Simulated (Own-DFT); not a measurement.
# Point defects and the pressure they add: grey tin

Everything here is calculated. The program is Own-DFT (plane waves, in-house, since retired, never reviewed by a person); positions were held fixed, and spin and spin-orbit coupling were off.

Method: PBE; PseudoDojo norm-conserving scalar-relativistic files; cutoff 42 hartree; 3 x 3 x 3 k mesh centred on Gamma; cold (Marzari-Vanderbilt) smearing of 0.2 eV.

Limits (not all hold for every row): not probed for a lower state with spin; forces on such cells moved up to 12 meV/angstrom on a denser k mesh; stress not checked against mesh or cutoff.

All runs share one cell, with vectors in Å (12.978, 0.000, 0.000); (0.000, 12.978, 0.000); (0.000, 0.000, 12.978) and a volume of 2185.9 Å³. u is the rms random offset of the atoms per axis. The defect's site can differ from row to row.

```
            cell  formula   u (Å)  P (GPa)
       no defect     Sn64  0.0198     3.38
       no defect     Sn64  0.0212     3.38
       no defect     Sn64  0.0491     3.60
two Sn vacancies     Sn62  0.0309     3.16
two Sn vacancies     Sn62  0.0315     3.11
two Sn vacancies     Sn62  0.0533     3.38
  one Sn vacancy     Sn63  0.0296     3.20
  one Sn vacancy     Sn63  0.0318        ?
  one Sn vacancy     Sn63  0.0491     3.44
  one Sn vacancy     Sn63  0.0520     3.43
```

## Worked fit

P = P0 + c u² + a shift for each defect gives P0 = 3.32 GPa, c = 124 ± 10 GPa/Å² and a scatter of 0.03 GPa. The shifts, and each times the cell's volume:

- one Sn vacancy: -0.21 ± 0.02 GPa, -2.9 eV
- two Sn vacancies: -0.30 ± 0.02 GPa, -4.2 eV (-2.1 eV for each of its 2 sites)

Against the defect-free cell, a freed cell would be larger where the shift is positive and smaller where it is negative (160.2 GPa Å³ is 1 eV). The atoms around the defects weren't relaxed, which would change these numbers.

## Withheld run

Question: what pressure belongs in the blank (one Sn vacancy, u = 0.0318 Å)?

The fitted form gives 3.24 ± 0.03 GPa. The calculation gave 3.27 GPa.
